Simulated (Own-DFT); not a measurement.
# How strain changes the stress of wurtzite GaN, 72 atoms (Ga36N36)

All numbers below are calculated, not measured. The program, named Own-DFT, is a retired in-house plane-wave density functional code that no person has reviewed. Each row is one single-point run on a periodic cell that was not relaxed, without spin or spin-orbit coupling.

Settings of every run: PBE; PseudoDojo norm-conserving scalar-relativistic files (stringent for Ga); cutoff 96 hartree; 4 x 4 x 3 k mesh centred on Gamma; Gaussian smearing of 0.01 eV.

Known limits: forces not confirmed at this smearing and k mesh; stress not checked against mesh or cutoff.

Unstrained cell vectors in Å: (9.567, 0.000, 0.000); (-4.784, 8.285, 0.000); (0.000, 0.000, 10.370). The unstrained cell has measured lattice constants (interpolated for alloys), not those of this functional. That, the random moves and any unrelaxed bonds set the pressure at no strain. Each run strains this cell uniformly, with the atoms carried along. Every atom was also moved at random, by a Gaussian of width 0.05 Å on each axis. Strain is the symmetric tensor, in per cent. Stress is positive in tension, and the pressure is minus a third of its trace.

| run | e_xx (%) | e_yy (%) | e_zz (%) | e_yz (%) | e_xz (%) | e_xy (%) | s_xx (GPa) | s_yy (GPa) | s_zz (GPa) | s_yz (GPa) | s_xz (GPa) | s_xy (GPa) | P (GPa) | E (meV/atom) |
|---|---|---|---|---|---|---|---|---|---|---|---|---|---|---|
| 1 | -0.95 | 1.90 | 1.83 | 1.07 | -0.85 | 1.05 | -8.28 | 0.33 | 0.82 | 2.46 | -1.83 | 3.92 | 2.37 | 8.8 |
| 2 | 1.74 | -0.57 | -1.21 | -1.66 | 0.74 | -1.33 | -3.44 | -8.99 | -11.19 | -3.88 | 2.84 | -2.77 | 7.87 | 25.2 |
| 3 | 1.33 | -0.79 | -1.22 | 0.82 | -0.87 | -0.97 | -3.20 | -11.11 | -11.45 | 1.87 | -1.71 | -3.44 | 8.59 | 6.0 |
| 4 | 0.87 | -1.12 | -1.84 | 0.00 | 1.72 | -0.04 | -6.57 | -11.10 | -19.31 | -0.65 | 4.32 | 0.15 | 12.33 | 40.3 |
| 5 | -0.77 | 1.07 | -0.78 | -0.03 | -0.46 | -1.13 | -9.93 | -2.87 | -11.33 | 0.09 | -1.53 | -3.37 | 8.04 | 7.0 |
| 6 | -1.03 | -0.34 | 1.02 | 0.17 | -0.21 | -1.70 | -12.05 | -7.38 | -4.26 | 0.94 | -1.32 | -5.56 | 7.89 | 19.7 |
| 7 | -1.96 | -0.32 | 0.22 | 0.62 | -0.78 | 0.42 | -16.83 | -8.68 | -8.59 | 0.97 | -2.11 | 1.92 | 11.37 | 17.1 |
| 8 | -1.44 | -1.65 | -1.77 | -0.86 | 0.47 | -0.67 | -17.74 | -16.96 | -19.26 | -1.99 | 1.31 | -2.93 | 17.98 | 47.4 |
| 9 | -0.76 | -1.15 | 1.47 | -1.36 | 0.90 | 0.99 | -12.86 | -11.96 | -1.81 | -3.22 | 2.66 | 4.07 | 8.87 | 39.4 |
| 10 | -1.84 | -0.01 | 1.86 | -0.69 | 0.01 | -1.31 | -11.82 | -9.64 | -0.90 | -1.52 | 0.80 | -2.81 | 7.46 | 20.7 |
| 11 | 0.24 | 1.99 | 1.94 | 1.74 | 1.37 | -0.52 | -2.35 | 1.49 | 2.02 | 3.66 | 2.77 | -1.39 | -0.39 | 2.9 |
| 12 | -1.31 | -1.52 | 1.21 | -1.90 | 1.12 | -0.21 | -11.65 | -15.41 | -3.57 | -4.20 | 2.19 | -1.54 | 10.21 | 8.8 |
| 13 | 1.82 | 1.66 | 0.23 | 1.19 | 1.99 | -0.50 | 0.36 | 1.77 | -3.09 | 2.58 | 4.58 | -2.13 | 0.32 | 0.0 |
| 14 | 0.25 | 1.34 | -1.49 | -1.15 | 1.51 | -1.77 | -5.71 | -2.42 | -15.53 | -2.08 | 3.21 | -5.22 | 7.89 | 33.0 |
| 15 | 0.46 | -0.65 | -1.73 | -0.12 | 0.01 | -1.84 | -6.30 | -9.25 | -18.23 | -0.98 | -0.16 | -4.18 | 11.26 | 25.5 |
| 16 | 1.33 | 1.71 | -0.08 | -1.56 | 1.68 | -1.03 | -0.24 | 1.16 | -6.47 | -2.51 | 3.38 | -2.07 | 1.85 | 13.3 |
| 17 | 0.95 | 1.64 | -0.88 | 1.51 | 0.95 | 0.52 | ? | ? | ? | ? | ? | ? | ? | ? |

E is the free energy for each atom above the lowest run shown.

## Worked fit

Each stress component was fitted by least squares to a constant and the strains of the runs shown, as fractions, with shears doubled. Shear strains stay in the fit of a normal stress only where such slopes are resolved. The slopes, in GPa:

| stress | at no strain | per e_xx | per e_yy | per e_zz | scatter |
|---|---|---|---|---|---|
| s_xx | -7.6 | 393 ± 34 | 115 ± 32 | 74 ± 31 | 1.34 |
| s_yy | -7.3 | 71 ± 27 | 434 ± 25 | 19 ± 25 | 1.07 |
| s_zz | -8.0 | 123 ± 30 | 34 ± 28 | 522 ± 27 | 1.19 |

Each shear stress against twice its own strain: yz 100 ± 6, xz 108 ± 10, xy 158 ± 15 GPa. These are stiffnesses along x, y and z of the frame in which the cell vectors are given, which need not be the crystal's axes. The atoms are held to the strained lattice; where symmetry lets them move under strain, relaxing them would lower some slopes. The table should be nearly symmetric about its diagonal, and what it lacks of that shows the noise. A ninth of its sum, 198 ± 5 GPa, estimates the bulk modulus near the mean pressure of these runs, 7.7 GPa, so it lies above the value at zero pressure.

## Withheld run

Question: what normal stresses and pressure should run 17 give?

The fit gives s_xx = -2.7, s_yy = 0.4, s_zz = -10.9 and P = 4.4 GPa. The calculation gave -2.49, 0.53, -9.82 and P = 3.93 GPa.
